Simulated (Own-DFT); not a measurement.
# What a defect does to the pressure of its cell: C40 NbSi2

No measurement is shown. These are fixed-geometry runs of a retired plane-wave code named Own-DFT, which no person has reviewed; spin and spin-orbit coupling are neglected.

Common settings: PBE; PseudoDojo norm-conserving scalar-relativistic files; cutoff 42 hartree; 4 x 4 x 5 k mesh centred on Gamma; cold (Marzari-Vanderbilt) smearing of 0.2 eV.

Keep in mind: forces on such cells failed a check on a denser k mesh; stress not checked against mesh or cutoff.

All runs share one cell, with vectors in Å (0.000, 8.324, 0.000); (-9.613, 0.000, 0.000); (0.000, 0.000, 6.586) and a volume of 527.0 Å³. u is the rms random offset of the atoms per axis. The defect's site can differ from row to row.

| cell | formula | u (Å) | P (GPa) |
|---|---|---|---|
| no defect | Nb12Si24 | 0.0201 | 1.56 |
| no defect | Nb12Si24 | 0.0452 | 2.41 |
| no defect | Nb12Si24 | 0.0541 | 2.67 |
| two Nb vacancies | Nb10Si24 | 0.0311 | -0.27 |
| two Nb vacancies | Nb10Si24 | 0.0529 | 0.93 |
| two Nb vacancies | Nb10Si24 | 0.0547 | 0.81 |
| two Si on a Nb site each | Nb10Si26 | 0.0259 | 1.59 |
| two Si on a Nb site each | Nb10Si26 | 0.0339 | 2.05 |
| two Si on a Nb site each | Nb10Si26 | 0.0498 | 2.23 |
| two Si on a Nb site each | Nb10Si26 | 0.0515 | ? |
| two Nb on a Si site each | Nb14Si22 | 0.0291 | 7.47 |
| two Nb on a Si site each | Nb14Si22 | 0.0297 | 7.58 |
| two Nb on a Si site each | Nb14Si22 | 0.0501 | 8.34 |
| one Si vacancy | Nb12Si23 | 0.0288 | 0.93 |
| one Si vacancy | Nb12Si23 | 0.0467 | 1.52 |
| one Si vacancy | Nb12Si23 | 0.0511 | 2.12 |

## Fit

P = P0 + c u² + a shift for each defect gives P0 = 1.34 GPa, c = 490 ± 52 GPa/Å² and a scatter of 0.17 GPa. The shifts, and each times the cell's volume:

- two Nb on a Si site each: 5.77 ± 0.14 GPa, 19.0 eV (9.5 eV for each of its 2 sites)
- two Si on a Nb site each: -0.08 ± 0.14 GPa, -0.3 eV (-0.1 eV for each of its 2 sites) (not resolved)
- one Si vacancy: -0.73 ± 0.14 GPa, -2.4 eV
- two Nb vacancies: -1.95 ± 0.14 GPa, -6.4 eV (-3.2 eV for each of its 2 sites)

Against the defect-free cell, a freed cell would be larger where the shift is positive and smaller where it is negative (160.2 GPa Å³ is 1 eV). The atoms around the defects weren't relaxed, which would change these numbers.

## Withheld run

Asked: what pressure belongs in the blank (two Si on a Nb site each, u = 0.0515 Å)?

The fitted form gives 2.56 ± 0.21 GPa. Computed: 2.68 GPa.
